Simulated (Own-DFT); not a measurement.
InGa₃P₄ (zincblende random alloy, strained, atoms displaced) (calculated)

A calculation, not a measurement: plane-wave PBE density functional theory by an unreviewed code, no spin, of a simulated periodic cell, stress positive in tension, free energy of the whole cell less one offset for each atom, forces on such cells passed a denser k mesh, this cell's mesh not checked; offsets are fitted by least squares, one for each functional and potential file, so energies compare only between cells with the same atoms and settings and are not formation energies; the far tail of each file's local potential was reset to the Coulomb form; each entry is a single point on an unrelaxed cell, so the pressure reflects the starting lattice, mostly measured values, from which strain is counted, and rises with the displacements; printed positions are rounded, which can move forces by about a meV/angstrom; the program is a retired in-house code; no spin-orbit coupling. Program: Own-DFT development build.

Common to all runs: functional PBE; potential files PseudoDojo norm-conserving, scalar-relativistic, standard set; wave cutoff 42 hartree; occupations Fermi-Dirac; smearing width 0.1 eV; k mesh 3 x 3 x 3 centred on Gamma.

(1) 
```cif
# cell vector a (Å): 11.3066 0.0000 0.0000
# cell vector b (Å): 0.0000 11.3066 0.0000
# cell vector c (Å): 0.0000 0.0000 10.9332
data_InGa3P4
_symmetry_space_group_name_H-M 'P 1'
_symmetry_Int_Tables_number 1
_cell_length_a 11.3066
_cell_length_b 11.3066
_cell_length_c 10.9332
_cell_angle_alpha 90.000
_cell_angle_beta 90.000
_cell_angle_gamma 90.000
_cell_volume 1397.69
loop_
_atom_site_label
_atom_site_type_symbol
_atom_site_fract_x
_atom_site_fract_y
_atom_site_fract_z
_atom_site_occupancy
In1 In 0.00316 0.99425 0.99883 1
Ga1 Ga 0.00219 0.25234 0.25487 1
In2 In 0.24592 0.99965 0.25327 1
In3 In 0.25113 0.24867 0.99424 1
P1 P 0.12113 0.12154 0.12163 1
P2 P 0.12436 0.36748 0.37782 1
P3 P 0.36886 0.12801 0.37651 1
P4 P 0.37537 0.37643 0.12509 1
Ga2 Ga 0.00397 0.99919 0.49915 1
In4 In 0.00094 0.25168 0.74799 1
Ga3 Ga 0.24702 0.99286 0.75731 1
In5 In 0.25020 0.25323 0.49921 1
P5 P 0.13083 0.12908 0.62084 1
P6 P 0.12728 0.37521 0.87204 1
P7 P 0.37654 0.12674 0.87535 1
P8 P 0.37281 0.36699 0.62961 1
Ga4 Ga 0.99993 0.48861 0.00066 1
Ga5 Ga 0.99882 0.74879 0.24941 1
Ga6 Ga 0.25065 0.49713 0.25177 1
Ga7 Ga 0.24700 0.75802 0.00798 1
P9 P 0.12703 0.61857 0.11742 1
P10 P 0.13048 0.88162 0.37711 1
P11 P 0.37109 0.62423 0.37128 1
P12 P 0.37865 0.86539 0.13287 1
Ga8 Ga 0.00076 0.49946 0.49717 1
Ga9 Ga 0.00943 0.74484 0.75240 1
Ga10 Ga 0.25434 0.49620 0.74922 1
Ga11 Ga 0.25410 0.74966 0.50009 1
P13 P 0.12793 0.62487 0.62330 1
P14 P 0.12059 0.87811 0.87677 1
P15 P 0.37644 0.61943 0.86850 1
P16 P 0.36955 0.87754 0.61900 1
Ga12 Ga 0.49649 0.00030 0.00324 1
Ga13 Ga 0.50057 0.24667 0.24785 1
Ga14 Ga 0.74897 0.99896 0.25413 1
In6 In 0.75433 0.24619 0.99680 1
P17 P 0.62089 0.13124 0.11707 1
P18 P 0.62479 0.37636 0.36276 1
P19 P 0.87240 0.12661 0.37474 1
P20 P 0.87556 0.38149 0.12692 1
Ga15 Ga 0.50086 0.99284 0.50522 1
Ga16 Ga 0.50134 0.25052 0.74598 1
Ga17 Ga 0.74769 0.01089 0.75277 1
In7 In 0.74688 0.25157 0.49919 1
P21 P 0.62579 0.12948 0.62357 1
P22 P 0.62207 0.37587 0.87212 1
P23 P 0.86818 0.11936 0.87891 1
P24 P 0.87829 0.37482 0.61818 1
In8 In 0.50379 0.50068 0.99615 1
Ga18 Ga 0.50392 0.74960 0.24382 1
Ga19 Ga 0.74539 0.50052 0.25447 1
Ga20 Ga 0.75427 0.74147 0.99827 1
P25 P 0.62822 0.62134 0.12637 1
P26 P 0.62888 0.88302 0.36811 1
P27 P 0.87493 0.62027 0.37752 1
P28 P 0.87354 0.86877 0.11950 1
Ga21 Ga 0.50355 0.50133 0.50745 1
Ga22 Ga 0.49624 0.74778 0.74107 1
Ga23 Ga 0.75941 0.49504 0.74625 1
Ga24 Ga 0.74288 0.74525 0.50173 1
P29 P 0.63515 0.62804 0.63139 1
P30 P 0.62297 0.87529 0.87817 1
P31 P 0.87284 0.63145 0.87836 1
P32 P 0.87590 0.87702 0.62271 1
_calc_free_energy_of_cell_above_offsets '-29.616'  # eV
_calc_pressure 2.7  # GPa
_calc_stress_xx -2.17  # GPa
_calc_stress_yy -1.98  # GPa
_calc_stress_zz -3.96  # GPa
_calc_stress_yz -0.33  # GPa
_calc_stress_xz 0.56  # GPa
_calc_stress_xy -0.13  # GPa
```

Force:
```
element  x (eV/Å)  y (eV/Å)  z (eV/Å)
     In    -1.547     0.784     0.639
     Ga    -0.562    -0.434    -0.689
     In     1.101     0.543    -1.144
     In    -0.263     0.254     1.069
      P    -0.261     1.584     1.034
      P    -1.061     2.224    -1.303
      P     2.881    -0.564    -0.324
      P     -0.03    -0.259     1.329
     Ga    -0.358     0.276     0.179
     In    -0.409    -0.864     0.283
     Ga     0.366      0.97    -0.659
     In     0.482    -0.187     0.116
      P    -0.779    -2.611     0.983
      P    -0.281     1.673    -0.001
      P     1.026    -1.636    -1.282
      P     1.424     1.797       0.5
     Ga     0.093     1.081    -0.397
     Ga     0.297    -0.139      0.01
     Ga      -0.3    -0.082    -0.336
     Ga     0.305    -0.891    -0.754
      P    -0.251     0.322     0.745
      P     -1.99    -2.485     1.271
      P     0.803     0.079     0.546
      P     0.038     0.743    -1.265
     Ga     0.234     0.106     0.038
     Ga    -0.928     0.393    -0.336
     Ga    -0.303      0.32    -0.094
     Ga    -0.485    -0.083    -0.458
      P     0.195    -0.399    -0.019
      P     2.008    -2.118    -1.394
      P    -1.134     1.765     -0.38
      P     0.375     -0.42     0.838
     Ga     0.118    -0.353    -0.155
     Ga    -0.541     0.133    -0.035
     Ga     0.595     0.746    -1.304
     In    -0.448     1.635     0.498
      P    -0.682    -1.674     1.705
      P    -1.191     0.338     0.685
      P     1.291     -1.04    -0.808
      P     0.347     -0.24      0.89
     Ga     0.036     0.974    -0.703
     Ga     0.075    -0.253     0.458
     Ga    -0.243    -1.317    -0.384
     In    -0.054     0.527    -0.735
      P    -1.386    -1.437     0.981
      P     1.116    -0.592    -1.865
      P     1.139    -0.535    -1.613
      P    -0.025     1.607      0.28
     In    -0.532     0.141     0.545
     Ga     0.401    -0.526     0.805
     Ga     0.793     0.338     -0.44
     Ga    -1.077     0.958      0.47
      P     0.771     1.128     0.549
      P    -0.931    -1.398     1.027
      P     -0.19     0.525    -0.175
      P    -0.872    -0.442     1.446
     Ga    -0.162    -0.047    -0.459
     Ga     0.132     0.387     0.668
     Ga    -0.262     0.336     0.557
     Ga      1.02     0.897    -0.568
      P    -0.993    -0.682    -0.223
      P    -0.022    -0.142    -0.402
      P     1.163    -1.567    -0.856
      P    -0.072    -0.167     0.415
```

(2) 
```cif
# cell vector a (Å): 11.3066 0.0000 0.0000
# cell vector b (Å): 0.0000 11.3066 0.0000
# cell vector c (Å): 0.0000 0.0000 10.9332
data_InGa3P4
_symmetry_space_group_name_H-M 'P 1'
_symmetry_Int_Tables_number 1
_cell_length_a 11.3066
_cell_length_b 11.3066
_cell_length_c 10.9332
_cell_angle_alpha 90.000
_cell_angle_beta 90.000
_cell_angle_gamma 90.000
_cell_volume 1397.69
loop_
_atom_site_label
_atom_site_type_symbol
_atom_site_fract_x
_atom_site_fract_y
_atom_site_fract_z
_atom_site_occupancy
In1 In 0.00053 0.99858 0.99917 1
In2 In 0.99912 0.25370 0.24770 1
Ga1 Ga 0.24532 0.00396 0.24430 1
Ga2 Ga 0.24458 0.24249 0.99504 1
P1 P 0.12372 0.13345 0.11568 1
P2 P 0.13794 0.37858 0.36944 1
P3 P 0.37588 0.12237 0.37788 1
P4 P 0.37198 0.38366 0.12823 1
Ga3 Ga 0.99529 0.99179 0.50361 1
Ga4 Ga 0.00602 0.24741 0.75005 1
Ga5 Ga 0.24666 0.00016 0.75036 1
In3 In 0.25444 0.24664 0.49730 1
P5 P 0.12829 0.12214 0.62233 1
P6 P 0.12613 0.38089 0.87752 1
P7 P 0.37870 0.13990 0.87152 1
P8 P 0.37581 0.37797 0.62501 1
Ga6 Ga 0.99712 0.50099 0.99752 1
Ga7 Ga 0.99792 0.75635 0.25648 1
In4 In 0.24491 0.49886 0.24702 1
Ga8 Ga 0.25117 0.75213 0.99941 1
P9 P 0.13192 0.61813 0.12539 1
P10 P 0.12282 0.87745 0.37830 1
P11 P 0.37076 0.62761 0.36562 1
P12 P 0.37352 0.87258 0.12303 1
Ga9 Ga 0.00409 0.49913 0.50092 1
In5 In 0.00360 0.74794 0.74872 1
Ga10 Ga 0.23691 0.49814 0.74866 1
Ga11 Ga 0.25359 0.76175 0.49940 1
P13 P 0.12599 0.61929 0.62728 1
P14 P 0.12792 0.86871 0.87270 1
P15 P 0.37567 0.61930 0.87542 1
P16 P 0.37627 0.87651 0.63043 1
Ga12 Ga 0.49874 0.00464 0.00101 1
Ga13 Ga 0.50214 0.23813 0.26047 1
Ga14 Ga 0.74988 0.99320 0.24969 1
Ga15 Ga 0.74474 0.25276 0.00031 1
P17 P 0.63284 0.12186 0.11875 1
P18 P 0.62570 0.37544 0.37417 1
P19 P 0.88092 0.11691 0.37541 1
P20 P 0.87735 0.37000 0.12346 1
Ga16 Ga 0.50547 0.99780 0.50353 1
Ga17 Ga 0.49614 0.26045 0.75297 1
Ga18 Ga 0.75492 0.99445 0.75128 1
In6 In 0.75853 0.24580 0.50286 1
P21 P 0.62817 0.12679 0.63009 1
P22 P 0.62439 0.38173 0.86750 1
P23 P 0.87291 0.12127 0.87302 1
P24 P 0.87475 0.37261 0.62779 1
Ga19 Ga 0.49545 0.49715 0.00261 1
Ga20 Ga 0.50134 0.75406 0.24814 1
Ga21 Ga 0.75410 0.49960 0.25278 1
Ga22 Ga 0.75411 0.75099 0.99738 1
P25 P 0.63007 0.61881 0.12570 1
P26 P 0.62161 0.88130 0.36941 1
P27 P 0.87300 0.62482 0.36951 1
P28 P 0.88064 0.87306 0.12131 1
In7 In 0.50507 0.50025 0.49286 1
Ga23 Ga 0.50592 0.75253 0.75612 1
In8 In 0.74531 0.49875 0.75650 1
Ga24 Ga 0.75002 0.75828 0.50174 1
P29 P 0.62202 0.61781 0.63036 1
P30 P 0.62592 0.86945 0.87224 1
P31 P 0.87013 0.63245 0.86793 1
P32 P 0.87051 0.87600 0.62428 1
_calc_free_energy_of_cell_above_offsets '-29.126'  # eV
_calc_pressure 2.83  # GPa
_calc_stress_xx -2.21  # GPa
_calc_stress_yy -2.19  # GPa
_calc_stress_zz -4.1  # GPa
_calc_stress_yz 0.45  # GPa
_calc_stress_xz 0.27  # GPa
_calc_stress_xy -0.55  # GPa
```

Force:
```
element  x (eV/Å)  y (eV/Å)  z (eV/Å)
     In     0.455     0.132    -0.575
     In     0.706    -0.459     1.151
     Ga     0.296    -0.053     0.063
     Ga     0.994     1.598     0.059
      P     1.324    -0.959     0.789
      P    -2.915     -0.85     2.236
      P      0.99    -1.801    -1.114
      P     1.615     -2.96    -1.279
     Ga     0.444     0.678    -0.054
     Ga    -0.292     0.163     0.059
     Ga     0.563     0.232     0.181
     In    -0.201     0.685     0.627
      P    -1.342    -0.895     0.808
      P    -0.578    -1.015    -0.028
      P    -0.495      -1.6     0.324
      P    -0.397     0.231     1.205
     Ga    -0.088     0.481     0.146
     Ga     0.411    -0.895     -0.69
     In      1.45     0.858     0.064
     Ga     0.191    -0.928    -0.089
      P     -2.67     2.724    -1.819
      P     0.162     0.194    -0.256
      P     0.647     1.917     1.004
      P     0.081     0.751     0.036
     Ga    -0.294    -0.237    -0.311
     In    -0.332     0.184    -0.654
     Ga      1.63    -0.039     0.194
     Ga     0.144    -1.089     0.001
      P     0.747      0.19    -1.741
      P     1.549     0.934     0.451
      P    -0.303     0.611    -0.251
      P     0.329     0.061    -0.073
     Ga    -0.048    -0.234    -0.449
     Ga     0.184     0.947     -1.18
     Ga     0.609     0.502    -0.439
     Ga     0.327     0.108    -0.674
      P    -0.667    -0.005     0.893
      P     1.022    -1.166    -1.586
      P    -0.195    -1.189    -0.415
      P    -1.682       1.8    -1.301
     Ga    -0.298     0.439     0.284
     Ga     0.596    -0.166    -0.719
     Ga    -0.813     0.527     0.047
     In    -0.685    -0.046    -0.702
      P     -1.16    -0.964     0.825
      P     -1.99    -2.376     2.889
      P    -0.568      1.28    -0.618
      P     2.212     0.641     0.307
     Ga      0.39     0.213    -0.064
     Ga    -0.019    -0.694    -0.202
     Ga    -0.318    -0.426    -0.551
     Ga    -0.455    -0.306     0.472
      P    -0.262     0.709    -0.231
      P     0.215    -0.695     0.583
      P     0.424     0.345     1.066
      P    -1.456    -0.968     1.386
     In    -1.296     0.714     0.161
     Ga    -0.884     -1.04    -0.548
     In     1.788     0.688    -1.294
     Ga    -0.685    -1.052     -0.39
      P     0.148     2.963    -0.711
      P     0.308     1.054     0.798
      P     0.431    -0.694     2.233
      P     0.002     0.247    -0.336
```

(3) 
```cif
# cell vector a (Å): 11.3066 0.0000 0.0000
# cell vector b (Å): 0.0000 11.3066 0.0000
# cell vector c (Å): 0.0000 0.0000 10.9332
data_InGa3P4
_symmetry_space_group_name_H-M 'P 1'
_symmetry_Int_Tables_number 1
_cell_length_a 11.3066
_cell_length_b 11.3066
_cell_length_c 10.9332
_cell_angle_alpha 90.000
_cell_angle_beta 90.000
_cell_angle_gamma 90.000
_cell_volume 1397.69
loop_
_atom_site_label
_atom_site_type_symbol
_atom_site_fract_x
_atom_site_fract_y
_atom_site_fract_z
_atom_site_occupancy
Ga1 Ga 0.00016 0.00508 0.00541 1
Ga2 Ga 0.00559 0.24678 0.25087 1
Ga3 Ga 0.24669 0.00608 0.24829 1
Ga4 Ga 0.25420 0.25471 0.99978 1
P1 P 0.12746 0.12389 0.12747 1
P2 P 0.12640 0.38072 0.36976 1
P3 P 0.37753 0.12865 0.37587 1
P4 P 0.37518 0.37372 0.12684 1
Ga5 Ga 0.99437 0.00270 0.49731 1
Ga6 Ga 0.00353 0.25467 0.74330 1
In1 In 0.25558 0.99533 0.74889 1
Ga7 Ga 0.24698 0.25509 0.50115 1
P5 P 0.12568 0.12586 0.62350 1
P6 P 0.11714 0.37317 0.86768 1
P7 P 0.37383 0.13287 0.87881 1
P8 P 0.38057 0.37490 0.62430 1
Ga8 Ga 0.00569 0.49602 0.00307 1
Ga9 Ga 0.00110 0.74843 0.24304 1
Ga10 Ga 0.24964 0.50298 0.24738 1
Ga11 Ga 0.24737 0.74599 0.00300 1
P9 P 0.12796 0.62632 0.12422 1
P10 P 0.12973 0.86782 0.37597 1
P11 P 0.37477 0.61922 0.37922 1
P12 P 0.37482 0.86966 0.13202 1
Ga12 Ga 0.99768 0.49028 0.50131 1
Ga13 Ga 0.99877 0.75273 0.75242 1
Ga14 Ga 0.25050 0.49799 0.75445 1
Ga15 Ga 0.24326 0.74112 0.49598 1
P13 P 0.12912 0.62590 0.62604 1
P14 P 0.12441 0.87837 0.87707 1
P15 P 0.37909 0.62132 0.87116 1
P16 P 0.37085 0.87462 0.62013 1
In2 In 0.50528 0.99429 0.99960 1
In3 In 0.49941 0.24817 0.25245 1
Ga16 Ga 0.74564 0.00285 0.24455 1
In4 In 0.75224 0.24478 0.00079 1
P17 P 0.62494 0.12559 0.11680 1
P18 P 0.62330 0.36362 0.37390 1
P19 P 0.87413 0.12352 0.37825 1
P20 P 0.87360 0.37964 0.12600 1
In5 In 0.49286 0.99699 0.50089 1
In6 In 0.50063 0.24663 0.75279 1
Ga17 Ga 0.74896 0.99500 0.74784 1
Ga18 Ga 0.76447 0.25525 0.50021 1
P21 P 0.62466 0.12109 0.61455 1
P22 P 0.63010 0.38154 0.87792 1
P23 P 0.88326 0.12807 0.87649 1
P24 P 0.86967 0.37682 0.63266 1
Ga19 Ga 0.49078 0.49550 0.00060 1
In7 In 0.50019 0.74652 0.24822 1
Ga20 Ga 0.75169 0.49683 0.24543 1
Ga21 Ga 0.75024 0.74346 0.00377 1
P25 P 0.62123 0.62667 0.12271 1
P26 P 0.62695 0.87622 0.38097 1
P27 P 0.87427 0.62112 0.38130 1
P28 P 0.87284 0.87667 0.13064 1
Ga22 Ga 0.50777 0.50065 0.49951 1
Ga23 Ga 0.49799 0.75245 0.74905 1
In8 In 0.75741 0.49591 0.75081 1
Ga24 Ga 0.75135 0.74653 0.49672 1
P29 P 0.62495 0.62448 0.62174 1
P30 P 0.61980 0.87295 0.88204 1
P31 P 0.87357 0.61367 0.87661 1
P32 P 0.87634 0.86812 0.63415 1
_calc_free_energy_of_cell_above_offsets '-29.782'  # eV
_calc_pressure 2.62  # GPa
_calc_stress_xx -1.97  # GPa
_calc_stress_yy -2  # GPa
_calc_stress_zz -3.9  # GPa
_calc_stress_yz -0.33  # GPa
_calc_stress_xz 0.59  # GPa
_calc_stress_xy 0.21  # GPa
```

Force:
```
element  x (eV/Å)  y (eV/Å)  z (eV/Å)
     Ga    -0.002    -0.518    -0.249
     Ga    -0.526     0.414     0.125
     Ga      0.67    -0.826     0.693
     Ga    -0.808    -0.072    -0.091
      P    -0.091     0.612    -0.514
      P    -0.162    -0.637     0.356
      P    -2.754    -0.433     0.135
      P    -1.137     1.025    -0.663
     Ga      0.63    -0.859      0.57
     Ga    -0.399    -0.909     0.016
     In    -0.572     1.015     0.606
     Ga      0.33     0.034    -0.149
      P    -0.756     0.616    -0.796
      P     1.138      0.32     0.957
      P    -0.795    -0.714         1
      P    -1.196     0.953    -0.681
     Ga    -0.381     0.198    -0.124
     Ga    -0.178     0.008     0.966
     Ga     0.312     0.018     0.227
     Ga     0.581     0.534    -0.606
      P    -0.397    -0.498     -0.08
      P    -0.825      0.91     -0.47
      P    -0.498    -0.541     0.283
      P    -2.107     1.101    -0.915
     Ga     0.309      0.81     0.146
     Ga     0.467    -0.792     0.511
     Ga     0.143     0.002    -0.642
     Ga     0.705     0.199     0.239
      P    -0.865    -0.616     0.378
      P    -0.832    -1.074       1.1
      P     -0.64     0.378      0.47
      P    -0.048    -2.862     0.161
     In    -2.178     0.791     0.735
     In     0.083    -0.513    -1.057
     Ga    -0.106    -0.134     0.723
     In     0.462     1.108     -0.49
      P     0.317    -0.839     1.958
      P     2.076     2.243     1.344
      P     0.109     0.261    -0.887
      P     1.433    -0.208     0.623
     In     0.513     0.114    -0.518
     In     1.181     0.511    -0.417
     Ga    -0.086     0.384     0.276
     Ga    -1.229    -0.577    -0.063
      P     2.128     0.704     1.082
      P    -1.681     -0.29     0.896
      P      0.45    -1.112    -1.394
      P     2.554     -2.07    -2.321
     Ga     0.953     0.373    -0.221
     In     0.246     0.111     1.452
     Ga    -0.617     0.459     0.709
     Ga     0.181     0.246     -0.33
      P     1.132    -1.865    -0.826
      P       1.4    -0.286    -0.888
      P     0.289    -0.086    -0.902
      P     0.152    -0.155    -0.665
     Ga    -0.447    -0.494    -0.089
     Ga     0.172    -0.177    -0.277
     In    -2.284      1.45     0.058
     Ga    -0.019     0.319     0.484
      P    -0.294     0.822    -0.089
      P     2.278    -1.915    -2.285
      P     1.905     2.437     1.561
      P     -0.39     0.588    -1.139
```
